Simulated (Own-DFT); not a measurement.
Simulation results for GaP (zincblende, atoms displaced)

Computed with Own-DFT development build. A calculation, not a measurement: plane-wave PBE density functional theory by an unreviewed code, no spin, of a simulated periodic cell, stress positive in tension, free energy of the whole cell less one offset for each atom, forces on such cells passed a denser k mesh, this cell's mesh not checked; offsets are fitted by least squares, one for each functional and potential file, so energies compare only between cells with the same atoms and settings and are not formation energies; the far tail of each file's local potential was reset to the Coulomb form; each entry is a single point on an unrelaxed cell, so the pressure reflects the starting lattice, mostly measured values (interpolated for alloys), from which strain is counted, and rises with the displacements; printed positions are rounded, which can move forces by about a meV/angstrom; the program, named Own-DFT, is a retired in-house code; no spin-orbit coupling.

Common to all runs: functional PBE; potential files PseudoDojo norm-conserving, scalar-relativistic, standard set; wave cutoff 42 hartree; occupations Fermi-Dirac; smearing width 0.1 eV; hardware one NVIDIA H100; k mesh 3 x 3 x 3 centred on Gamma.

(1) 
```xyz
64
Lattice="10.9010 0.0000 0.0000 0.0000 10.9010 0.0000 0.0000 0.0000 10.9010" Properties=species:S:1:pos:R:3:force_x:R:1:force_y:R:1:force_z:R:1 formula=GaP free_energy_of_cell_above_offsets=-33.587 pressure=3.19 stress_xx=-3.18 stress_yy=-3.18 stress_zz=-3.21 stress_yz=-0.64 stress_xz=0.52 stress_xy=0.33 wall_time=524.8
Ga    10.8487     0.0141     0.0729       0.32       0.02     -0.663
Ga    10.8528     2.7418     2.6156     -0.355      0.663      1.361
Ga     2.7417     0.0455     2.7574     -1.072     -0.754     -0.656
Ga     2.6868     2.6937    10.8642      0.366      0.228        0.4
P      1.2761     1.4254     1.4284      1.334     -1.022     -1.035
P      1.3022     4.1206     4.0355      0.662     -0.328      0.113
P      4.0257     1.2737     4.0904      0.853      1.477       0.49
P      4.1264     4.1532     1.3268     -0.665     -0.953      0.388
Ga    10.8775     0.0499     5.4324      0.788     -0.439     -0.037
Ga    10.8289     2.8076     8.1869      0.355     -1.153      0.156
Ga     2.6437    10.8427     8.1642      0.426      0.957      0.634
Ga     2.7378     2.7355     5.4863     -0.255       0.31     -0.275
P      1.3515     1.3660     6.8665     -0.248      0.528     -0.295
P      1.3156     4.0716     9.5185      0.273      0.329      0.486
P      4.1509     1.3374     9.5433     -1.517     -0.511      0.254
P      4.1508     4.2250     6.7533     -1.032     -1.281      1.065
Ga    10.8777     5.5213    10.8737      0.285     -0.363      0.098
Ga     0.0302     8.1192     2.7232      -0.64       0.09      0.724
Ga     2.7524     5.5086     2.6999      0.439     -0.708      0.808
Ga     2.7391     8.1098     0.0479     -0.493      0.954     -0.285
P      1.3747     6.7826     1.4167     -0.367      0.207     -0.845
P      1.3605     9.5068     4.0538      0.081      0.165      0.681
P      4.1204     6.8844     4.1391     -0.566     -0.395     -0.308
P      4.0500     9.5566     1.3875      0.351      0.084     -0.446
Ga     0.0009     5.4636     5.4362     -0.373     -0.313     -0.096
Ga     0.0991     8.1247     8.0768      -1.46      0.948      0.676
Ga     2.7248     5.4666     8.2588     -0.239     -0.283     -0.837
Ga     2.6925     8.1004     5.5316      0.336       1.22     -0.366
P      1.3162     6.7806     6.7951      0.902     -0.824      0.067
P      1.3120     9.5458     9.4845      0.002      -0.52      1.346
P      4.0400     6.8463     9.5267      0.886      0.073     -0.046
P      4.0427     9.6131     6.8958      0.823      -1.11     -1.085
Ga     5.5133    10.8833    10.8765     -0.654     -0.051      0.537
Ga     5.4469     2.6442     2.6928     -0.434      0.863       0.66
Ga     8.1898     0.0274     2.7629     -0.013      0.056      0.328
Ga     8.1161     2.7288     0.0014      0.187     -0.026     -0.069
P      6.7927     1.3329     1.3919      0.581     -0.154     -0.356
P      6.8763     4.0790     4.0758     -1.019     -0.211      0.575
P      9.5873     1.3915     4.1082     -0.529      0.435     -0.458
P      9.5356     4.1575     1.3669      0.334     -0.924     -1.427
Ga     5.4684    10.8867     5.3955     -0.654      0.572      1.302
Ga     5.3506     2.7255     8.2416      0.242      0.108     -1.543
Ga     8.1748    10.8500     8.1508     -0.382      0.327      0.074
Ga     8.1854     2.7002     5.5069      0.032      0.327     -0.197
P      6.8006     1.3868     6.8483     -0.422     -0.228     -0.031
P      6.6734     4.0178     9.5263      1.511      0.865      0.143
P      9.4970     1.3202     9.5162      0.077      0.541      0.432
P      9.5583     4.1163     6.8577     -0.602      0.273      -0.67
Ga     5.4317     5.4454    10.8480     -0.227      0.263     -0.233
Ga     5.4228     8.1604     2.7219      0.771      0.413     -0.132
Ga     8.2574     5.3307     2.7250     -1.259      1.426      0.438
Ga     8.1965     8.2826     0.0402     -0.302     -0.832     -0.131
P      6.7847     6.7376     1.2864      0.763      0.752      0.882
P      6.8238     9.6141     4.1696      0.388     -1.409     -1.195
P      9.4269     6.7948     4.1825      1.136     -0.256     -1.326
P      9.5587     9.5513     1.4417     -0.151     -0.217     -0.054
Ga     5.4383     5.5902     5.5206      1.093     -0.446     -1.064
Ga     5.5418     8.1706     8.1271     -1.662      0.745      0.785
Ga     8.2020     5.4593     8.2350     -0.832     -0.539     -0.134
Ga     8.2053     8.1663     5.4693     -0.683       0.86      0.322
P      6.8217     6.8807     6.8682      0.969     -0.882     -0.495
P      6.7788     9.5327     9.5356      0.738     -0.099      -0.09
P      9.5211     6.8281     9.5136      0.316      0.917      0.281
P      9.5303     9.5929     6.7627      0.489     -0.762      0.374
```

Units: free_energy_of_cell_above_offsets in eV; pressure, stress_xx, stress_yy, stress_zz, stress_yz, stress_xz, stress_xy in GPa; wall_time in s; force_x, force_y, force_z in eV/Å.

(2) 
```xyz
64
Lattice="10.9010 0.0000 0.0000 0.0000 10.9010 0.0000 0.0000 0.0000 10.9010" Properties=species:S:1:pos:R:3:force_x:R:1:force_y:R:1:force_z:R:1 formula=GaP free_energy_of_cell_above_offsets=-33.394 pressure=3.19 stress_xx=-3.2 stress_yy=-3.3 stress_zz=-3.07 stress_yz=0.02 stress_xz=-0.22 stress_xy=-0.3 wall_time=540.8
Ga    10.8545     0.1001     0.0042      0.394     -0.706     -1.161
Ga    10.8498     2.7743     2.6690     -0.404     -0.904      0.105
Ga     2.7038     0.0183     2.7021     -0.553     -0.423      0.442
Ga     2.7004     2.7042     0.0248       0.14      -0.39     -0.451
P      1.3240     1.3275     1.3835      0.229      0.609     -0.073
P      1.3134     4.0453     3.9737      0.848      0.261      1.079
P      4.0384     1.2753     4.0776      0.121      1.246     -0.712
P      4.1225     4.0545     1.2775      -0.87      0.031      1.113
Ga     0.0461     0.0286     5.4286     -0.435      0.313      0.833
Ga     0.0745     2.7500     8.1029     -1.191      0.439      0.727
Ga     2.5817    10.8868     8.2545      1.402      0.211     -0.531
Ga     2.8744     2.7578     5.4207     -1.497      -0.36      0.092
P      1.3524     1.3671     6.8784      0.796      0.131     -1.358
P      1.3502     4.0815     9.5869      0.356     -0.314     -0.552
P      4.1063     1.3881     9.4868     -0.522     -0.389      0.626
P      4.0793     4.1451     6.7910      0.188     -0.757      0.459
Ga     0.0395     5.4033     0.0337      -0.68      0.243     -0.245
Ga    10.8862     8.2733     2.7266      0.414     -0.842       0.32
Ga     2.7746     5.4245     2.7656     -0.207     -0.177     -0.674
Ga     2.6498     8.1515     0.0624      0.727      0.121     -0.647
P      1.3594     6.7542     1.3704     -0.148      0.308      0.845
P      1.3564     9.5734     4.1736      0.033      0.012     -1.413
P      4.0995     6.8228     4.0401     -0.002     -0.242      0.796
P      4.0684     9.5672     1.4381      -0.13     -0.128     -1.407
Ga     0.0484     5.4715     5.3995      -0.91     -0.433     -0.323
Ga    10.8705     8.0967     8.1974     -0.134      0.236      -0.53
Ga     2.7216     5.3943     8.1643     -0.656      0.382     -0.001
Ga     2.6978     8.2282     5.3993      0.713     -0.689      1.114
P      1.3237     6.7440     6.7697      0.737      0.743       0.34
P      1.3717     9.4548     9.4809      -0.93      0.295      1.347
P      4.0277     6.8250     9.4164      0.365     -0.102      1.733
P      4.0884     9.5820     6.8695     -0.341      0.318     -0.912
Ga     5.4814    10.8857    10.8678     -0.448      0.092      0.018
Ga     5.3829     2.6709     2.6394      0.549     -0.159      0.588
Ga     8.2832     0.0440     2.7617     -0.638     -0.942     -0.632
Ga     8.1871     2.7076     0.0454     -1.157     -0.632     -1.627
P      6.8318     1.3241     1.3391       0.04      -0.03      0.422
P      6.8170     4.0362     4.0896      -0.77      0.242     -0.944
P      9.5368     1.3362     4.1302      0.444      1.146     -0.081
P      9.4646     4.0093     1.2605      0.924      1.484      1.362
Ga     5.4317     0.0421     5.3270      0.444     -0.449      1.694
Ga     5.4658     2.8122     8.2500     -0.122     -0.456     -1.003
Ga     8.2159    10.8316     8.1602     -0.726      0.876      0.024
Ga     8.1032     2.7485     5.4297      1.074     -0.245      0.539
P      6.7963     1.4411     6.7846     -0.401     -0.883      0.544
P      6.8216     4.1427     9.4922      0.222     -0.115      1.322
P      9.4964     1.3794     9.4885      0.412      0.359      0.044
P      9.5130     4.1323     6.8039      0.338     -0.219     -0.411
Ga     5.4377     5.4301     0.0870       0.42      0.846     -1.677
Ga     5.3743     8.1270     2.6257      1.061      0.446      0.914
Ga     8.1708     5.4248     2.7426      0.414     -0.178      0.184
Ga     8.0851     8.1538     0.1504      1.438      0.585     -1.544
P      6.8736     6.7963     1.3921     -1.386     -0.667      0.515
P      6.8156     9.5781     4.1117      0.042     -0.732     -0.959
P      9.4815     6.8854     4.0931      0.722     -0.651     -0.468
P      9.6441     9.5241     1.2840     -1.187      0.441      0.574
Ga     5.4474     5.3626     5.4483      0.195      0.899     -0.476
Ga     5.4203     8.1679     8.1309      0.303      0.286      0.412
Ga     8.1780     5.4930     8.1901      0.215     -0.258     -0.173
Ga     8.1249     8.1351     5.4600      -0.26       0.59      0.693
P      6.7456     6.7353     6.8578      0.406      0.586     -0.656
P      6.8584     9.5224     9.5740     -0.421     -0.509     -0.386
P      9.5321     6.7620     9.5691     -0.196      0.495      0.666
P      9.5607     9.6015     6.8170      0.198     -1.288     -0.457
```

Units: free_energy_of_cell_above_offsets in eV; pressure, stress_xx, stress_yy, stress_zz, stress_yz, stress_xz, stress_xy in GPa; wall_time in s; force_x, force_y, force_z in eV/Å.

(3) 
```xyz
64
Lattice="10.9010 0.0000 0.0000 0.0000 10.9010 0.0000 0.0000 0.0000 10.9010" Properties=species:S:1:pos:R:3:force_x:R:1:force_y:R:1:force_z:R:1 formula=GaP free_energy_of_cell_above_offsets=-32.664 pressure=3.41 stress_xx=-3.37 stress_yy=-3.34 stress_zz=-3.51 stress_yz=-0.29 stress_xz=0.3 stress_xy=0.69 wall_time=530.1
Ga     0.0248    10.8224    10.8512      0.007      0.882      0.052
Ga     0.0006     2.7728     2.6962      0.014      -0.53     -0.121
Ga     2.7677    10.8453     2.7814     -0.948      0.027     -0.345
Ga     2.6954     2.7256    10.8380      0.085      0.068      0.876
P      1.3691     1.2580     1.3338      0.098      0.847      0.378
P      1.4210     4.1378     4.0433     -0.655     -1.254      0.691
P      4.1177     1.2856     4.0576     -0.505      0.339       0.78
P      4.1294     4.1039     1.3495     -0.402     -0.686      0.265
Ga     0.0597     0.0118     5.4121     -1.632      0.011      0.013
Ga     0.0146     2.8155     8.1795      0.215     -1.554      0.182
Ga     2.6792     0.0862     8.2369      1.152     -0.961     -0.097
Ga     2.7608     2.6881     5.4675     -0.602     -0.319     -0.541
P      1.3812     1.2454     6.7847     -0.322      1.689      0.216
P      1.4260     4.1276     9.4451     -0.251     -0.118       0.69
P      4.0870     1.3851     9.5940      0.592     -0.159     -0.519
P      3.9388     4.0934     6.8182      2.477     -0.811     -0.546
Ga     0.0181     5.3981    10.8414      0.194      0.679      0.184
Ga     0.1007     8.2057     2.7142     -1.076     -0.838     -0.698
Ga     2.6902     5.4295     2.7115      1.725     -0.041      0.312
Ga     2.7056     8.2477     0.0525      0.314     -0.999     -0.186
P      1.4782     6.7266     1.3891     -1.506      1.074      -1.01
P      1.3090     9.4892     4.1235      1.064      0.625     -0.132
P      4.0530     6.7964     4.1238      0.257      0.523     -0.621
P      4.0811     9.5131     1.4151      0.336      0.606     -0.618
Ga     0.0268     5.4392     5.4253      0.166      0.033      0.117
Ga    10.8963     8.2444     8.1343      0.264     -0.715      0.653
Ga     2.7952     5.4314     8.1199     -1.194       1.68      0.286
Ga     2.7475     8.2473     5.4913     -0.111     -0.768      -0.27
P      1.3051     6.8768     6.7386       0.66     -0.395      0.795
P      1.3949     9.5313     9.5628     -0.106      -0.18     -0.639
P      4.0871     6.8352     9.5134     -0.675     -0.974       1.46
P      4.1437     9.4757     6.8114       -0.4      1.359      0.418
Ga     5.5000    10.8708     0.0244     -0.775      0.988      0.786
Ga     5.4229     2.5991     2.7548      0.463      1.276     -0.466
Ga     8.2112    10.8398     2.7155     -0.058      0.041      0.113
Ga     8.1510     2.6289    10.8819       0.37      0.706      0.388
P      6.8928     1.3767     1.4283     -0.828     -0.667     -0.132
P      6.7858     4.0950     4.1749     -0.678      0.162     -1.533
P      9.4268     1.4040     4.0480       1.22      0.057      0.536
P      9.5323     4.1149     1.2930     -0.276     -0.427      0.261
Ga     5.4895    10.8805     5.3819     -0.656      0.219      1.349
Ga     5.5499     2.7048     8.1359     -2.368      0.608      0.623
Ga     8.1676    10.8660     8.2302      0.521      1.278     -0.862
Ga     8.1382     2.8548     5.4038      0.664     -1.356      1.546
P      6.6902     1.3461     6.8838      2.021     -0.648      -1.59
P      6.8035     3.9619     9.5305      0.744      1.233     -0.007
P      9.5343     1.3505     9.5954      0.707      0.067     -0.964
P      9.6289     4.1213     6.8659     -0.779     -0.172     -1.182
Ga     5.5212     5.3978    10.8931     -0.481       0.25     -0.318
Ga     5.4783     8.2619     2.6920     -0.008     -0.945      1.183
Ga     8.1745     5.4168     2.7556      0.024      0.129     -0.141
Ga     8.1430     8.1247    10.8831     -0.142      0.595      0.415
P      6.7738     6.7853     1.3953      0.502      0.258     -0.087
P      6.8583     9.5677     4.2058      0.279     -0.553       -1.8
P      9.5443     6.7695     4.1294      0.072      0.463     -0.854
P      9.5624     9.5894     1.2717     -0.241     -1.377      0.993
Ga     5.4384     5.4429     5.4388     -0.703      0.292      0.639
Ga     5.3451     8.1419     8.2806      1.566      1.243     -0.664
Ga     8.2123     5.4218     8.1338     -0.584      0.604      0.616
Ga     8.1400     8.1103     5.4156      0.475      0.045      1.128
P      6.7162     6.8490     6.8447      0.679      -0.52       0.19
P      6.8665     9.7112     9.5886     -0.841     -2.682       0.02
P      9.5440     6.8634     9.5735      0.244     -0.556     -0.736
P      9.5288     9.5511     6.8968     -0.367      0.248     -1.472
```

Units: free_energy_of_cell_above_offsets in eV; pressure, stress_xx, stress_yy, stress_zz, stress_yz, stress_xz, stress_xy in GPa; wall_time in s; force_x, force_y, force_z in eV/Å.
